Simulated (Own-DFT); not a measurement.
# Computed records: In₃GaP₄ (zincblende random alloy, strained, atoms displaced)

All values are calculated (Own-DFT development build). A calculation, not a measurement: plane-wave PBE density functional theory by an unreviewed code, no spin, of a simulated periodic cell, stress positive in tension, free energy of the whole cell less one offset for each atom, forces on such cells passed a denser k mesh, this cell's mesh not checked; offsets are fitted by least squares, one for each functional and potential file, so energies compare only between cells with the same atoms and settings and are not formation energies; the far tail of each file's local potential was reset to the Coulomb form; each entry is a single point on an unrelaxed cell, so the pressure reflects the starting lattice, mostly measured values, from which strain is counted, and rises with the displacements; printed positions are rounded, which can move forces by about a meV/angstrom; the program is a retired in-house code; no spin-orbit coupling; before rounding, a Quantum ESPRESSO 7.3.1 run of the same cell and cutoff gave forces within 1 meV/angstrom rms on each cell, which checks the program and not the settings.

Entry: In₃GaP₄ (zincblende random alloy, strained, atoms displaced)

```
CELL_PARAMETERS angstrom
11.30660 0.00000 0.00000
0.00000 11.30660 0.00000
0.00000 0.00000 11.72780
ATOMIC_POSITIONS crystal
Ga 0.99975 0.00275 0.99511
In 0.00004 0.25150 0.24932
In 0.24335 0.99552 0.24863
In 0.24839 0.25207 0.99830
P 0.12164 0.12382 0.13083
P 0.12883 0.37421 0.36758
P 0.36929 0.12913 0.37591
P 0.37646 0.36853 0.12776
In 0.99923 0.99614 0.50817
In 0.99644 0.25491 0.74009
Ga 0.24950 0.00288 0.75322
In 0.24992 0.24476 0.50109
P 0.11987 0.12549 0.62535
P 0.12618 0.37526 0.87594
P 0.38017 0.12299 0.87397
P 0.37842 0.38002 0.62504
Ga 0.00682 0.50590 0.00611
In 0.00341 0.75191 0.24410
In 0.24783 0.50330 0.24741
In 0.25389 0.75351 0.00214
P 0.11883 0.61865 0.12638
P 0.12060 0.87828 0.37372
P 0.38187 0.63091 0.37074
P 0.37499 0.87602 0.12665
In 0.00312 0.49524 0.50171
In 0.99656 0.75009 0.74920
In 0.24732 0.49605 0.74750
In 0.24184 0.75123 0.49408
P 0.13058 0.62204 0.62323
P 0.12586 0.87093 0.87050
P 0.36930 0.62109 0.87363
P 0.37500 0.87109 0.62117
In 0.50294 0.00159 0.00023
Ga 0.50343 0.24929 0.24857
In 0.75339 0.99110 0.25056
In 0.75534 0.24848 0.00501
P 0.62279 0.12441 0.11932
P 0.62241 0.37890 0.37563
P 0.85853 0.12931 0.37923
P 0.87391 0.37234 0.13553
Ga 0.49553 0.00343 0.50431
In 0.50575 0.25409 0.74589
In 0.75179 0.00847 0.74826
In 0.75533 0.25078 0.50399
P 0.62598 0.12338 0.62178
P 0.63149 0.37607 0.87986
P 0.86797 0.13282 0.86510
P 0.87075 0.37617 0.62331
In 0.49938 0.50110 0.00346
In 0.50299 0.75492 0.24770
Ga 0.74186 0.49760 0.24430
Ga 0.75144 0.75427 0.99631
P 0.62781 0.62273 0.11586
P 0.62712 0.87848 0.37441
P 0.87470 0.62964 0.37280
P 0.88476 0.88525 0.12330
In 0.50033 0.50011 0.50523
Ga 0.50454 0.75075 0.75521
In 0.74950 0.50543 0.75224
In 0.75476 0.74758 0.49811
P 0.62425 0.61838 0.62657
P 0.62410 0.87615 0.87371
P 0.87566 0.61912 0.86898
P 0.87565 0.87100 0.62531
```

* functional: PBE
* potential files: PseudoDojo norm-conserving, scalar-relativistic, standard set
* wave cutoff: 42 hartree
* occupations: Fermi-Dirac
* smearing width: 0.1 eV
* k mesh: 3 x 3 x 3 centred on Gamma
* free energy of cell above offsets: -28.652 eV
* pressure: 6.09 GPa
* stress xx: -6.64 GPa
* stress yy: -6.66 GPa
* stress zz: -4.97 GPa
* stress yz: -0.4 GPa
* stress xz: -0.3 GPa
* stress xy: -0.25 GPa

Force:
| element | x (eV/Å) | y (eV/Å) | z (eV/Å) |
| --- | --- | --- | --- |
| Ga | 0.251 | 0.326 | -0.395 |
| In | -0.414 | -0.794 | 1.11 |
| In | 0.855 | 0.504 | 0.278 |
| In | 0.276 | -0.858 | 0.287 |
| P | -0.477 | -0.429 | -1.941 |
| P | -0.103 | -0.121 | 1.148 |
| P | 2.073 | -0.977 | -0.775 |
| P | 0.536 | -0.041 | 0.585 |
| In | -0.643 | 0.648 | -1.186 |
| In | 0.402 | 0.099 | 1.095 |
| Ga | 0.268 | -0.251 | -0.295 |
| In | -0.236 | 1.066 | 0.372 |
| P | 1.394 | -0.718 | 0.875 |
| P | -1.456 | 0.601 | 0.459 |
| P | -1.158 | -0.022 | -0.918 |
| P | -0.765 | -1.076 | 0 |
| Ga | -1.098 | -0.982 | -0.802 |
| In | -0.585 | -0.091 | 0.501 |
| In | 1.176 | -0.201 | 0.324 |
| In | -0.532 | -0.601 | -0.166 |
| P | 0.418 | 0.557 | -1.17 |
| P | -0.372 | -0.153 | 0.186 |
| P | -0.754 | -0.565 | 0.425 |
| P | 0.129 | 0.358 | -0.176 |
| In | -0.128 | 0.355 | -0.809 |
| In | 0.592 | -0.592 | -0.134 |
| In | 0.267 | 0.125 | 0.268 |
| In | 0.928 | -0.227 | -0.019 |
| P | -0.832 | 0.394 | 0.09 |
| P | 0.014 | 1.799 | 0.486 |
| P | 1.171 | 0.945 | -0.383 |
| P | 0.512 | 0.877 | 1.116 |
| In | -0.6 | -0.539 | -0.163 |
| Ga | -0.131 | -0.059 | 0.303 |
| In | -0.454 | 1.171 | -0.39 |
| In | -0.13 | 0.375 | -0.086 |
| P | 0.109 | 0.522 | 1.92 |
| P | 0.305 | -0.512 | -1.34 |
| P | 2.327 | -1.15 | -0.953 |
| P | -0.173 | 2.073 | -1.138 |
| Ga | 0.02 | -0.147 | -0.505 |
| In | 0.002 | -0.108 | 0.592 |
| In | -0.479 | -1.443 | -0.358 |
| In | -1.619 | 0.658 | -0.155 |
| P | -1.048 | -0.347 | -0.759 |
| P | -0.439 | -0.116 | -0.211 |
| P | 1.833 | -0.512 | 1.677 |
| P | 0.084 | 0.978 | 0.254 |
| In | -0.533 | -0.637 | -0.717 |
| In | 0.684 | -0.344 | -0.207 |
| Ga | 0.375 | 0.332 | 0.519 |
| Ga | 0.327 | -0.224 | -0.008 |
| P | 1.449 | 1.055 | 0.922 |
| P | -1.096 | 0.171 | 1.377 |
| P | -0.117 | -1.576 | -1.08 |
| P | -0.453 | -0.782 | -1.938 |
| In | -0.311 | 0.411 | -1.199 |
| Ga | -0.526 | -0.383 | -0.436 |
| In | -0.416 | -1.094 | -0.222 |
| In | -1.017 | 0.103 | 0.305 |
| P | -0.303 | 2.056 | 0.571 |
| P | 0.536 | -1.143 | -0.111 |
| P | 0.795 | 0.906 | 2.724 |
| P | -0.708 | 0.354 | 0.377 |
